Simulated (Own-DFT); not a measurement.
# Which defects push the lattice out? zincblende GaAs

Everything here is calculated. The program is Own-DFT (plane waves, in-house, since retired, never reviewed by a person); positions were held fixed, and spin and spin-orbit coupling were off.

Method: PBE; PseudoDojo norm-conserving scalar-relativistic files; cutoff 42 hartree; 3 x 3 x 3 k mesh centred on Gamma; Fermi-Dirac smearing of 0.1 eV.

Caveats (not all hold for every row): not probed for a lower state with spin; forces not confirmed at this smearing and k mesh; stress not checked against mesh or cutoff.

All runs share one cell, with vectors in Å (11.737, 0.000, 0.000); (0.000, 11.737, 0.000); (0.000, 0.000, 10.919) and a volume of 1504.3 Å³, strained against the parent crystal. The atoms are randomly displaced, by u rms on each axis. The defect's site can differ from row to row.

| cell | formula | u (Å) | P (GPa) |
|---|---|---|---|
| no defect | As32Ga32 | 0.0278 | 0.73 |
| no defect | As32Ga32 | 0.0323 | 0.80 |
| no defect | As32Ga32 | 0.0492 | 1.04 |
| one As vacancy and one Ga vacancy | As31Ga31 | 0.0312 | 0.49 |
| one As vacancy and one Ga vacancy | As31Ga31 | 0.0314 | 0.39 |
| one As vacancy and one Ga vacancy | As31Ga31 | 0.0432 | 0.70 |
| one As vacancy and one Ga vacancy | As31Ga31 | 0.0536 | ? |
| one P on an As site | As31Ga32P | 0.0299 | 0.52 |
| one P on an As site | As31Ga32P | 0.0491 | 0.87 |
| one P on an As site | As31Ga32P | 0.0520 | 0.83 |
| one Al on a Ga site | AlAs32Ga31 | 0.0266 | 0.73 |
| one Al on a Ga site | AlAs32Ga31 | 0.0299 | 0.73 |
| one Al on a Ga site | AlAs32Ga31 | 0.0509 | 1.01 |
| one In on a Ga site | As32Ga31In | 0.0313 | 1.34 |
| one In on a Ga site | As32Ga31In | 0.0328 | 1.37 |
| one In on a Ga site | As32Ga31In | 0.0468 | 1.51 |

## Working it out

P = P0 + c u² + a shift for each defect gives P0 = 0.61 GPa, c = 178 ± 18 GPa/Å² and a scatter of 0.05 GPa. The shifts, and each times the cell's volume:

- one In on a Ga site: 0.55 ± 0.04 GPa, 5.2 eV
- one Al on a Ga site: -0.03 ± 0.04 GPa, -0.3 eV (not resolved)
- one P on an As site: -0.22 ± 0.04 GPa, -2.1 eV
- one As vacancy and one Ga vacancy: -0.31 ± 0.04 GPa, -2.9 eV

Positive is outwards. The product with the volume (160.2 GPa Å³ to the eV) is nearly free of the cell's size; divided by the bulk modulus at the cell's pressure it gives the volume that the defect adds. The atoms around the defects weren't relaxed, which would change these numbers.

## Prediction

The question: what pressure belongs in the blank (one As vacancy and one Ga vacancy, u = 0.0536 Å)?

The fit gives 0.81 ± 0.06 GPa. The calculation gave 0.75 GPa.
